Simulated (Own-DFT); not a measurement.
Simulation results for Hf36O71 (tetragonal hafnia with one neutral oxygen vacancy, atoms displaced)

Computed with Own-DFT development build. A calculation, not a measurement: plane-wave PBE and HSE06 DFT by an unreviewed code, no spin, of a simulated cell at Gamma alone, so results move with cell size and shape, stress positive in tension, energies less offsets, not probed for a lower state with spin; hafnium file: forces about 75 meV/angstrom off all-electron values; oxygen file: force components 24 meV/angstrom off all-electron in a glass; k mesh not checked against a denser one; forces and stress are PBE's, HSE06 gives the energy alone, and its difference from PBE has offsets of its own; offsets are fitted by least squares, one for each functional and potential file, so energies compare only between cells with the same atoms and settings and are not formation energies; the far tail of each file's local potential was reset to the Coulomb form; each entry is a single point on an unrelaxed cell, so the pressure reflects the starting lattice, taken from the Materials Project, from which strain is counted, and rises with the displacements; printed positions are rounded, which can move forces by about a meV/angstrom; the program is a retired in-house code; no spin-orbit coupling.

### Hf36O71 (tetragonal hafnia with one neutral oxygen vacancy, atoms displaced)

```cif
# cell vector a (Å): 10.7800 0.0000 0.0000
# cell vector b (Å): 0.0000 10.7800 0.0000
# cell vector c (Å): 0.0000 0.0000 10.4493
data_Hf36O71
_symmetry_space_group_name_H-M 'P 1'
_symmetry_Int_Tables_number 1
_cell_length_a 10.7800
_cell_length_b 10.7800
_cell_length_c 10.4493
_cell_angle_alpha 90.000
_cell_angle_beta 90.000
_cell_angle_gamma 90.000
_cell_volume 1214.30
loop_
_atom_site_label
_atom_site_type_symbol
_atom_site_fract_x
_atom_site_fract_y
_atom_site_fract_z
_atom_site_occupancy
Hf1 Hf 0.00118 0.00450 0.00053 1
Hf2 Hf 0.16361 0.16843 0.25612 1
O1 O 0.00208 0.16776 0.15014 1
O2 O 0.16496 0.99887 0.34189 1
O3 O 0.00035 0.16779 0.40510 1
O4 O 0.16433 0.00334 0.09878 1
Hf3 Hf 0.99778 0.00319 0.49164 1
Hf4 Hf 0.16415 0.16583 0.74616 1
O5 O 0.00014 0.16751 0.65330 1
O6 O 0.16407 0.00548 0.85049 1
O7 O 0.00167 0.16178 0.90134 1
O8 O 0.16742 0.00090 0.59862 1
Hf5 Hf 0.00392 0.33390 0.00215 1
Hf6 Hf 0.17214 0.49565 0.25117 1
O9 O 0.00254 0.50197 0.15144 1
O10 O 0.16107 0.33556 0.34404 1
O11 O 0.99862 0.50609 0.39978 1
O12 O 0.16934 0.32980 0.09893 1
Hf7 Hf 0.00052 0.33334 0.50115 1
Hf8 Hf 0.16969 0.50415 0.74993 1
O13 O 0.00108 0.49509 0.65049 1
O14 O 0.16600 0.33541 0.84723 1
O15 O 0.00038 0.49834 0.90031 1
O16 O 0.16489 0.33026 0.59387 1
Hf9 Hf 0.00317 0.67320 0.00144 1
Hf10 Hf 0.16317 0.82857 0.24904 1
O17 O 0.00083 0.83081 0.14503 1
O18 O 0.16785 0.66856 0.34525 1
O19 O 0.00111 0.83249 0.40585 1
O20 O 0.16404 0.66795 0.09658 1
Hf11 Hf 0.99968 0.66846 0.49890 1
Hf12 Hf 0.16410 0.82896 0.75149 1
O21 O 0.00121 0.83971 0.65445 1
O22 O 0.16560 0.66015 0.84806 1
O23 O 0.99620 0.84003 0.90578 1
O24 O 0.16652 0.66158 0.60007 1
Hf13 Hf 0.33382 0.99903 0.00523 1
Hf14 Hf 0.50300 0.16694 0.25419 1
O25 O 0.33385 0.16840 0.15328 1
O26 O 0.50275 0.99906 0.34655 1
O27 O 0.33517 0.16321 0.40421 1
O28 O 0.49853 0.99846 0.09851 1
Hf15 Hf 0.33177 0.99760 0.49874 1
Hf16 Hf 0.50085 0.16033 0.75172 1
O29 O 0.33316 0.16617 0.65066 1
O30 O 0.49863 0.99830 0.84597 1
O31 O 0.33426 0.16634 0.90196 1
O32 O 0.49817 0.99942 0.59740 1
Hf17 Hf 0.33386 0.32737 0.00527 1
Hf18 Hf 0.49777 0.49841 0.24743 1
O33 O 0.33447 0.50120 0.15296 1
O34 O 0.49622 0.33639 0.35175 1
O35 O 0.33265 0.49970 0.40560 1
O36 O 0.49955 0.33239 0.09952 1
Hf19 Hf 0.33438 0.33577 0.49746 1
Hf20 Hf 0.49865 0.49622 0.75240 1
O37 O 0.33711 0.50167 0.65415 1
O38 O 0.49979 0.32990 0.84936 1
O39 O 0.33595 0.49957 0.90187 1
O40 O 0.50350 0.33196 0.59443 1
Hf21 Hf 0.33054 0.67062 0.99675 1
Hf22 Hf 0.50235 0.83392 0.24794 1
O41 O 0.49745 0.66841 0.34888 1
O42 O 0.32873 0.83056 0.40252 1
O43 O 0.49658 0.66320 0.09998 1
Hf23 Hf 0.33644 0.66352 0.50523 1
Hf24 Hf 0.50392 0.83760 0.75222 1
O44 O 0.33098 0.83475 0.65184 1
O45 O 0.50010 0.66770 0.84968 1
O46 O 0.33679 0.83345 0.90033 1
O47 O 0.49866 0.66873 0.59730 1
Hf25 Hf 0.66148 0.00724 0.00205 1
Hf26 Hf 0.83277 0.17034 0.25002 1
O48 O 0.66888 0.16933 0.15391 1
O49 O 0.83391 0.00358 0.34958 1
O50 O 0.66969 0.16400 0.40032 1
O51 O 0.83912 0.99994 0.09746 1
Hf27 Hf 0.66671 0.99766 0.50496 1
Hf28 Hf 0.83396 0.16424 0.74777 1
O52 O 0.66841 0.16524 0.65369 1
O53 O 0.83496 0.99926 0.84610 1
O54 O 0.66463 0.16883 0.90224 1
O55 O 0.83685 0.00181 0.59772 1
Hf29 Hf 0.66570 0.33658 0.00273 1
Hf30 Hf 0.83884 0.50459 0.25282 1
O56 O 0.66291 0.49810 0.15329 1
O57 O 0.83270 0.33013 0.34508 1
O58 O 0.66558 0.50384 0.39875 1
O59 O 0.82995 0.33643 0.09140 1
Hf31 Hf 0.66828 0.33118 0.49861 1
Hf32 Hf 0.83355 0.49978 0.74922 1
O60 O 0.66746 0.49916 0.65306 1
O61 O 0.83369 0.33754 0.84398 1
O62 O 0.66560 0.50491 0.90040 1
O63 O 0.83247 0.32994 0.59380 1
Hf33 Hf 0.66485 0.67057 0.00300 1
Hf34 Hf 0.83485 0.83481 0.24887 1
O64 O 0.66935 0.84045 0.15305 1
O65 O 0.83441 0.66274 0.34748 1
O66 O 0.66710 0.82830 0.40277 1
O67 O 0.83149 0.66655 0.10015 1
Hf35 Hf 0.66498 0.67204 0.50206 1
Hf36 Hf 0.83105 0.83511 0.74599 1
O68 O 0.66712 0.83806 0.65427 1
O69 O 0.83428 0.66874 0.85430 1
O70 O 0.66425 0.83380 0.90456 1
O71 O 0.82840 0.66649 0.59968 1
```

Here we set first functional PBE, second functional HSE06, exact exchange share 0.25, screening 0.11 1/bohr, exchange divergence Gygi-Baldereschi, potential files PseudoDojo norm-conserving, scalar-relativistic, made for PBE, standard set, wave cutoff 48 hartree, occupations fixed and k mesh 1 x 1 x 1 centred on Gamma.

Results for Hf36O71 (tetragonal hafnia with one neutral oxygen vacancy, atoms displaced): PBE energy of cell above offsets -100.669 eV; HSE06 less PBE above offsets -0.127 eV; PBE pressure 0.97 GPa; PBE stress xx -0.89 GPa; PBE stress yy -0.46 GPa; PBE stress zz -1.56 GPa; PBE stress yz 0.65 GPa; PBE stress xz -0.22 GPa; PBE stress xy 0.01 GPa.

Force:
```csv
element,x (eV/Å),y (eV/Å),z (eV/Å)
Hf,0.26,-0.265,-0.306
Hf,0.596,-0.81,-1.423
O,-0.448,0.431,0.74
O,-0.27,-0.011,0.653
O,0.292,0.275,-0.774
O,1.029,-0.489,0.058
Hf,0.786,-0.609,1.553
Hf,0.706,0.145,0.661
O,-0.397,0.083,-0.559
O,0.505,-1.461,-0.533
O,-0.42,1.784,-0.083
O,-0.46,0.119,-0.708
Hf,-0.475,0.236,-1.148
Hf,-0.792,1.464,-0.569
O,0.322,-0.415,0.206
O,0.274,-0.387,0.903
O,0.005,-1.013,0.289
O,-0.283,0.351,0.33
Hf,-0.306,0.992,0.349
Hf,-0.754,-1.834,0.04
O,-0.188,0.263,-0.101
O,0.005,-0.42,-0.142
O,0.086,0.545,0.602
O,0.716,0.169,-0.207
Hf,-1.779,-0.871,-0.723
Hf,1.135,0.523,-0.379
O,-0.357,-0.143,1.326
O,-0.273,-0.91,0.227
O,-0.346,0.243,-0.813
O,1.298,0.487,0.185
Hf,-0.203,-0.677,0.581
Hf,0.271,1.611,-0.075
O,-0.23,-0.758,-0.15
O,0.001,1.924,0.577
O,0.775,-1.178,-0.678
O,-0.246,0.331,-0.097
Hf,-1.523,0.445,-0.59
Hf,-0.697,0.38,0.025
O,0.176,-0.119,0.436
O,0.085,-0.201,0.079
O,-0.273,0.782,-0.418
O,0.097,-0.036,0.177
Hf,-0.468,-0.295,0.482
Hf,-0.793,1.636,-0.525
O,0.378,0.094,0.396
O,0.355,0.363,0.887
O,0.28,-0.305,0.399
O,0.473,-0.078,0.074
Hf,0.114,0.415,-1.309
Hf,1.088,0.88,0.566
O,-0.664,-0.31,-0.047
O,0.077,-0.887,-0.528
O,-0.431,0.086,-0.474
O,0.095,-0.115,0.372
Hf,0.595,-1.191,1.073
Hf,1.042,0.153,0.672
O,-0.486,-0.24,-0.572
O,0.109,0.122,-0.328
O,-0.083,-0.13,0.389
O,-0.62,0.048,0.269
Hf,0.832,-0.981,0.237
Hf,-0.962,-0.69,0.348
O,-0.105,-0.06,-0.327
O,0.248,0.368,-0.237
O,0.037,1.022,-0.099
Hf,-0.28,0.97,-0.732
Hf,-1.205,-1.622,-0.024
O,0.218,-0.239,0.453
O,-0.106,0.22,-0.51
O,-0.547,0.366,0.717
O,0.666,0.22,0.417
Hf,1.745,-0.915,-0.231
Hf,0.381,-0.579,-0.567
O,-0.576,-0.443,-0.332
O,0.24,-0.72,-0.21
O,-0.466,0.09,0.351
O,-1.512,0.154,0.257
Hf,0.079,0.408,-0.697
Hf,0.417,0.647,0.778
O,-0.423,-0.436,-0.327
O,-0.685,0.247,-0.222
O,0.019,-0.388,0.232
O,-0.624,-0.12,-0.237
Hf,-0.05,0.939,-0.948
Hf,-0.911,-0.727,-0.855
O,0.565,0.017,-0.081
O,0.221,0.985,0.124
O,0.149,-0.484,0.794
O,1.043,-0.307,0.56
Hf,-0.234,1.168,-0.135
Hf,0.056,0.572,0.669
O,-0.36,-0.117,-0.064
O,-0.152,-1.221,-0.081
O,-0.117,-0.498,0.616
O,0.214,0.01,0.001
Hf,0.269,-0.935,-0.624
Hf,0.113,-0.196,-0.34
O,-0.317,-0.267,0.178
O,0.189,1.788,0.314
O,0.332,1.495,-0.092
O,0.217,0.059,0.301
Hf,-0.295,-2.243,-0.367
Hf,1.229,-0.515,1.593
O,-0.254,0.14,-0.695
O,0.063,0.232,-1.012
O,-0.212,0.881,-0.085
O,1.092,0.473,-0.129
```
